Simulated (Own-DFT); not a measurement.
Simulation results for GaP (zincblende, strained, atoms displaced)

All values are calculated (Own-DFT development build). A calculation, not a measurement: plane-wave PBE density functional theory by an unreviewed code, no spin, of a simulated periodic cell, stress positive in tension, free energy of the whole cell less one offset for each atom, forces on such cells passed a denser k mesh, this cell's mesh not checked; offsets are fitted by least squares, one for each functional and potential file, so energies compare only between cells with the same atoms and settings and are not formation energies; the far tail of each file's local potential was reset to the Coulomb form; each entry is a single point on an unrelaxed cell, so the pressure reflects the starting lattice, mostly measured values (interpolated for alloys), from which strain is counted, and rises with the displacements; printed positions are rounded, which can move forces by about a meV/angstrom; the program, named Own-DFT, is a retired in-house code; no spin-orbit coupling.

Common to all runs: functional PBE; potential files PseudoDojo norm-conserving, scalar-relativistic, standard set; wave cutoff 42 hartree; occupations Fermi-Dirac; smearing width 0.1 eV; hardware one NVIDIA H100; k mesh 3 x 3 x 3 centred on Gamma.

(1) 
```xyz
64
Lattice="10.6845 0.0944 0.1467 0.0944 10.7745 -0.1794 0.1467 -0.1794 10.7195" Properties=species:S:1:pos:R:3:force_x:R:1:force_y:R:1:force_z:R:1 formula=GaP free_energy_of_cell_above_offsets=-30.231 pressure=8.35 stress_xx=-8.47 stress_yy=-8.08 stress_zz=-8.49 stress_yz=-3.61 stress_xz=2.8 stress_xy=2.45 wall_time=517.9
Ga    10.8223    -0.0321    10.8384     -0.611     -0.046     -0.124
Ga     0.0773     2.6691     2.5527      -2.13      0.678      1.272
Ga     2.6738     0.0185     2.6826     -0.487     -0.557     -0.336
Ga     2.7776     2.7353    -0.0061     -2.112      0.645      1.051
P      1.2675     1.3658     1.3351      2.016     -0.667      -1.15
P      1.3219     3.9431     4.0001      1.696     -0.163     -0.888
P      3.9666     1.3365     3.9912      1.328     -0.589     -0.036
P      4.0397     4.0789     1.2927      0.469      0.148      0.247
Ga    10.7011     0.0133     5.4933      0.862     -0.481     -0.052
Ga     0.1423     2.5860     7.9478      -0.08       0.16      0.129
Ga     2.7641    -0.0977     8.1841     -0.858     -0.216     -0.504
Ga     2.7806     2.6441     5.3188     -0.919      0.381      1.225
P      1.3962     1.1909     6.6700      1.107      0.281      0.041
P      1.5804     3.8390     9.2948     -0.164      0.636      0.114
P      4.0515     1.2308     9.4841      2.325     -0.392     -1.676
P      4.2184     3.9547     6.6923     -0.791      0.476     -1.004
Ga     0.0689     5.3854    -0.0838      1.232      0.133     -0.137
Ga     0.1085     8.0416     2.5608     -0.391      0.774      1.215
Ga     2.7664     5.3709     2.6680     -0.828        0.4      0.253
Ga     2.7909     8.0373    -0.0768     -0.258      0.833      0.734
P      1.3895     6.8006     1.2838      1.032      -1.67     -0.499
P      1.5799     9.3535     3.9220     -0.987      0.194     -0.575
P      4.1541     6.7282     4.0013     -0.291     -0.523     -0.151
P      4.1845     9.4357     1.2415     -0.208     -0.089     -0.048
Ga     0.1369     5.3301     5.2051     -0.445      0.926      1.422
Ga     0.2322     8.0026     7.9281     -0.894      0.238      0.403
Ga     2.9494     5.3474     8.0153     -1.765     -1.395     -1.083
Ga     2.7737     8.0083     5.3126      0.555      0.361      0.232
P      1.5280     6.6783     6.6707     -0.038     -1.281     -0.626
P      1.5739     9.2192     9.3504       0.41       0.39     -0.566
P      4.1711     6.5511     9.3108        1.7       1.11      0.638
P      4.1711     9.3918     6.6215     -0.123     -0.573      0.179
Ga     5.3227     0.1433     0.0834      0.444     -0.476      0.003
Ga     5.2910     2.6822     2.6501      0.714      0.303       0.59
Ga     8.0517     0.0341     2.8076     -0.506     -0.353     -0.167
Ga     7.9807     2.8222     0.0775      1.065     -0.403     -0.392
P      6.7856     1.4197     1.4324     -0.599     -0.351     -0.134
P      6.7802     3.9468     4.1045     -0.046     -0.115     -1.571
P      9.3861     1.2264     4.1475      0.201      2.286     -0.217
P      9.3828     4.2479     1.3382      0.951     -2.422     -0.406
Ga     5.4167    10.6791     5.2006     -0.234      1.162       0.33
Ga     5.5327     2.6671     7.9675      -0.77      -0.86      1.269
Ga     8.0312    -0.0556     8.1840      0.875      0.652     -1.398
Ga     8.0607     2.6847     5.5150      1.025     -0.317     -0.469
P      6.7607     1.2708     6.7266     -0.177     -0.874     -0.075
P      6.8260     3.8985     9.3979      0.556      0.479     -0.548
P      9.4884     1.2472     9.3492      -0.06      0.713      1.359
P      9.5144     4.0574     6.7434      0.227     -0.527     -0.339
Ga     5.5261     5.2420    10.6553     -0.154      0.328      0.515
Ga     5.4877     8.0444     2.6632     -1.209      1.469      0.755
Ga     8.0896     5.3284     2.6596     -1.399      1.526      1.632
Ga     8.0715     8.1275    -0.0198     -0.018      0.708      0.543
P      6.6424     6.7886     1.3603      1.872     -1.385     -1.346
P      6.7970     9.4409     3.9662      0.608     -0.557     -0.552
P      9.4403     6.7553     4.0853      0.505     -0.645     -1.591
P      9.5360     9.5285     1.3613     -0.809     -0.506     -0.783
Ga     5.5100     5.3585     5.2865     -0.941     -0.345      0.073
Ga     5.4958     7.9958     7.9866      0.277      0.039     -0.305
Ga     8.1827     5.3277     8.0231     -0.192       0.68      0.879
Ga     8.1687     8.0768     5.2909     -0.551      0.846      1.293
P      6.8032     6.6168     6.5843      0.817      1.112      1.212
P      6.9369     9.3853     9.2391      -1.16     -1.435      1.546
P      9.6499     6.6517     9.4893     -0.982      0.147     -1.612
P      9.5695     9.4562     6.6802     -0.683         -1      0.206
```

Units: free_energy_of_cell_above_offsets in eV; pressure, stress_xx, stress_yy, stress_zz, stress_yz, stress_xz, stress_xy in GPa; wall_time in s; force_x, force_y, force_z in eV/Å.

(2) 
```xyz
64
Lattice="10.9070 -0.1209 0.1773 -0.1209 10.8030 0.0410 0.1773 0.0410 10.7576" Properties=species:S:1:pos:R:3:force_x:R:1:force_y:R:1:force_z:R:1 formula=GaP free_energy_of_cell_above_offsets=-32.822 pressure=5.24 stress_xx=-4.72 stress_yy=-5.36 stress_zz=-5.65 stress_yz=0.59 stress_xz=2.43 stress_xy=-2.4 wall_time=521.8
Ga     0.0101     0.0603     0.0261      -0.46     -0.711      -0.52
Ga     0.0328     2.6929     2.7199      0.283      0.173     -0.123
Ga     2.6789    -0.0106     2.7503      0.721      0.461     -1.244
Ga     2.7654     2.6604     0.0635      -0.79      0.915     -0.308
P      1.3207     1.3937     1.2809      0.696     -0.297      1.326
P      1.3514     4.1062     4.0522      0.785     -1.423      0.275
P      4.1037     1.2914     4.0546      0.484      0.221      0.276
P      4.0992     3.9744     1.4071      0.085      0.056      0.241
Ga    -0.0009    10.7892     5.4412     -0.342      0.224     -0.654
Ga     0.1141     2.7422     8.1128     -0.166      0.004     -0.951
Ga     2.7991     0.0029     8.0995       0.75      -0.21     -0.377
Ga     2.7876     2.6584     5.4588       0.23       0.77     -1.095
P      1.4745     1.3490     6.6900      -0.74     -0.333      1.039
P      1.5019     4.0626     9.3538     -0.368     -0.361      1.837
P      4.1683     1.3720     9.5066      1.234     -1.033     -0.666
P      4.1293     4.0039     6.7943      0.745     -0.728      0.058
Ga     0.1172     5.4708    10.7650     -0.123     -0.385     -0.559
Ga    -0.0419     8.2012     2.7105     -0.712     -0.855     -0.271
Ga     2.7723     5.3372     2.7769     -0.236      0.767     -0.648
Ga     2.6675     8.0256     0.1077     -0.588      0.812      0.292
P      1.2025     6.7493     1.4055      1.262     -0.254      0.308
P      1.3028     9.4228     4.0253      0.231     -0.004      1.363
P      4.1154     6.7118     4.1240     -0.528     -0.171      0.371
P      4.0799     9.4311     1.4552     -1.231     -0.532      0.647
Ga     0.1011     5.4225     5.3700     -0.714      0.925      0.724
Ga    10.8718     8.0166     8.3304      0.414      -0.24     -0.003
Ga     2.8208     5.3049     8.0866      0.296      1.845      0.095
Ga     2.7240     8.1256     5.4625     -0.306     -0.632     -0.321
P      1.3746     6.7881     6.8652      0.386     -0.394     -0.582
P      1.3662     9.4685     9.4726      0.242     -0.265      0.544
P      4.1707     6.7185     9.6261      0.023     -0.368     -1.574
P      4.1449     9.3256     6.7981     -0.099      1.203      0.716
Ga     5.3540    10.7256     0.1479      0.218      0.583     -0.812
Ga     5.5351     2.6115     2.6856     -0.737      0.369      0.767
Ga     8.1658    -0.0568     2.8604       0.94     -0.701      -0.19
Ga     8.1358     2.5430     0.1890       0.66      1.267     -0.245
P      6.8794     1.2323     1.5021     -0.736     -0.472      -0.57
P      6.8366     3.9637     4.1154     -0.267     -0.234      0.511
P      9.5885     1.2392     4.1543      0.021     -0.288      1.023
P      9.6039     3.9070     1.5835     -0.833      0.038     -0.852
Ga     5.4511    10.7504     5.4462     -0.395      0.161      0.345
Ga     5.6371     2.7242     8.2148     -1.016     -1.146     -1.146
Ga     8.3260    -0.0242     8.2481      0.651     -0.353     -0.605
Ga     8.2383     2.6669     5.5210      0.455      0.061     -0.532
P      6.9983     1.2564     6.8054     -1.057       0.03      0.505
P      6.9367     3.9748     9.5020      0.456     -0.013      1.508
P      9.6944     1.3092     9.6148     -0.086     -0.511     -0.149
P      9.6078     3.9780     6.8830      0.165     -0.092      0.197
Ga     5.5952     5.3706    10.8213        0.2      0.042      0.323
Ga     5.4317     8.0415     2.8098     -0.256     -0.314     -0.801
Ga     8.2260     5.2863     2.8700     -0.054      0.534     -0.513
Ga     8.2661     8.0621    10.9127      0.367     -0.453      0.328
P      6.7687     6.6435     1.4737      0.239     -0.269      0.326
P      6.7442     9.3121     4.1517      0.064      0.873      0.109
P      9.5467     6.6595     4.2150     -0.001       0.19      0.283
P      9.4542     9.3258     1.5370     -0.337      0.664      0.106
Ga     5.4641     5.3189     5.4855      0.243      0.329     -0.324
Ga     5.5534     8.0823     8.2353     -0.623     -0.392      0.096
Ga     8.1592     5.3283     8.1809      1.148      0.021      -0.19
Ga     8.1483     8.1203     5.4613      0.376     -1.346      0.948
P      6.7955     6.6285     6.9271      0.188      0.833     -1.204
P      6.9377     9.3639     9.5873     -0.678      0.721     -0.069
P      9.5353     6.6247     9.5759      0.164     -0.162      0.366
P      9.5963     9.2828     6.9036     -0.942      0.849      0.245
```

Units: free_energy_of_cell_above_offsets in eV; pressure, stress_xx, stress_yy, stress_zz, stress_yz, stress_xz, stress_xy in GPa; wall_time in s; force_x, force_y, force_z in eV/Å.

(3) 
```xyz
64
Lattice="10.7292 -0.2144 -0.1489 -0.2144 10.8263 0.1386 -0.1489 0.1386 11.0578" Properties=species:S:1:pos:R:3:force_x:R:1:force_y:R:1:force_z:R:1 formula=GaP free_energy_of_cell_above_offsets=-31.646 pressure=4.56 stress_xx=-5.47 stress_yy=-4.97 stress_zz=-3.24 stress_yz=1.56 stress_xz=-2.41 stress_xy=-5.11 wall_time=516.9
Ga     0.0121     0.0053     0.0376      0.219      0.459     -0.813
Ga     0.0054     2.7490     2.8906      -1.61     -0.808     -1.271
Ga     2.6247     0.0337     2.7573       0.35      -0.19     -0.597
Ga     2.6162     2.6709     0.0153      0.554     -0.216     -0.811
P      1.2942     1.4454     1.3850     -0.183     -0.943      0.412
P      1.2540     4.0451     4.1224      0.441      1.125      1.458
P      3.9586     1.3729     4.1134     -0.144      0.419     -0.062
P      3.9382     3.9963     1.3389     -0.812     -0.293      1.571
Ga    10.4244    10.6200     5.6094      0.861      0.762     -0.754
Ga    -0.0974     2.7929     8.3688     -0.554      0.142     -0.588
Ga     2.5554     0.0581     8.2462      0.343     -0.432     -0.593
Ga     2.5653     2.7482     5.5533      1.132      0.622     -0.682
P      1.3113     1.5239     6.9073     -1.547     -1.455      0.665
P      1.1448     4.1594     9.7412     -0.025      0.468     -0.018
P      3.8411     1.4295     9.5596     -0.306     -0.752      1.857
P      3.8440     4.1391     7.0095      0.426     -0.852     -0.815
Ga    -0.0679     5.4094     0.0688      -0.08     -0.154      0.165
Ga    -0.1887     8.1360     2.9319     -0.453     -0.329      -0.74
Ga     2.5465     5.4544     2.8450      0.535     -0.179     -0.709
Ga     2.3221     8.2988    11.0981      1.075     -1.322      0.557
P      1.2135     6.7964     1.4718     -0.397      0.052      0.029
P      1.0760     9.5246     4.2262     -0.064      0.242      0.821
P      3.8690     6.7760     4.1964     -0.438      0.268      0.301
P      3.8257     9.3400     1.5048     -0.616      1.725     -0.599
Ga    10.5259     5.1710     5.3791      0.755      0.495     -0.395
Ga    -0.2183     8.2080     8.4364     -0.928     -0.333     -0.741
Ga     2.5356     5.4497     8.3439     -1.173      0.658     -0.303
Ga     2.3513     8.1422     5.6604       0.07     -0.606     -1.602
P      0.9976     6.8671     6.9329      0.478     -1.178      0.761
P      1.0427     9.5292     9.7844     -0.771      1.687     -0.178
P      3.7268     6.8365     9.7178      0.083      0.648      0.128
P      3.6683     9.4247     6.8780        0.8      0.755      1.901
Ga     5.4170    -0.0755    -0.0279     -1.586     -1.113     -1.362
Ga     5.3561     2.6707     2.6831     -0.994     -0.764     -0.497
Ga     7.8068    10.6528     2.8027     -0.136      0.395     -0.205
Ga     7.9341     2.5284    -0.0217      0.827      0.621     -0.895
P      6.5990     1.2556     1.2364       0.88     -0.024      2.026
P      6.5396     3.9571     4.0557      0.415      0.375      1.451
P      9.3307     1.1811     4.0904     -0.164       0.39     -0.138
P      9.2806     3.8816     1.3116      0.146     -0.027      0.584
Ga     4.9885    10.7875     5.5876      0.856     -0.163     -0.304
Ga     5.2046     2.6636     8.3213      0.756      0.457     -1.288
Ga     7.9226    -0.0527     8.2472      0.264     -0.227     -0.965
Ga     7.9923     2.6640     5.4866     -0.822     -1.041     -0.903
P      6.6073     1.2707     6.8348     -0.464      0.463      0.029
P      6.5171     4.0557     9.6141      -0.63      0.026      0.916
P      9.1759     1.3227     9.5759      0.635     -0.081      0.453
P      9.2322     3.9842     6.7747       0.16     -0.092      1.813
Ga     5.1244     5.2841     0.0233      1.424      0.674     -1.269
Ga     5.2004     8.1123     2.7714     -0.117     -1.736     -0.351
Ga     7.8187     5.2666     2.6993      0.588      0.395      -0.77
Ga     7.8172     8.0476     0.0515      0.682     -0.493     -1.263
P      6.5124     6.6953     1.2889     -0.434     -0.567      1.101
P      6.4242     9.3144     4.1529      0.676       1.36      1.108
P      9.1786     6.5403     4.1031      -0.52      0.969      0.176
P      9.1829     9.3472     1.3409          0     -0.418      1.096
Ga     5.1712     5.3602     5.5111     -0.131     -0.277     -0.354
Ga     5.1772     8.1000     8.3020     -1.404     -0.506     -0.689
Ga     7.8296     5.3423     8.2696      0.336       0.16      -0.74
Ga     7.8079     8.0968     5.6367     -1.069     -2.035     -2.119
P      6.4289     6.6972     6.8975      0.712      0.109      0.387
P      6.3302     9.4539     9.6466      0.389      0.662      1.221
P      9.1526     6.6607     9.6375     -0.492      0.815      0.446
P      9.0555     9.3314     6.8374      1.196      1.207      2.945
```

Units: free_energy_of_cell_above_offsets in eV; pressure, stress_xx, stress_yy, stress_zz, stress_yz, stress_xz, stress_xy in GPa; wall_time in s; force_x, force_y, force_z in eV/Å.
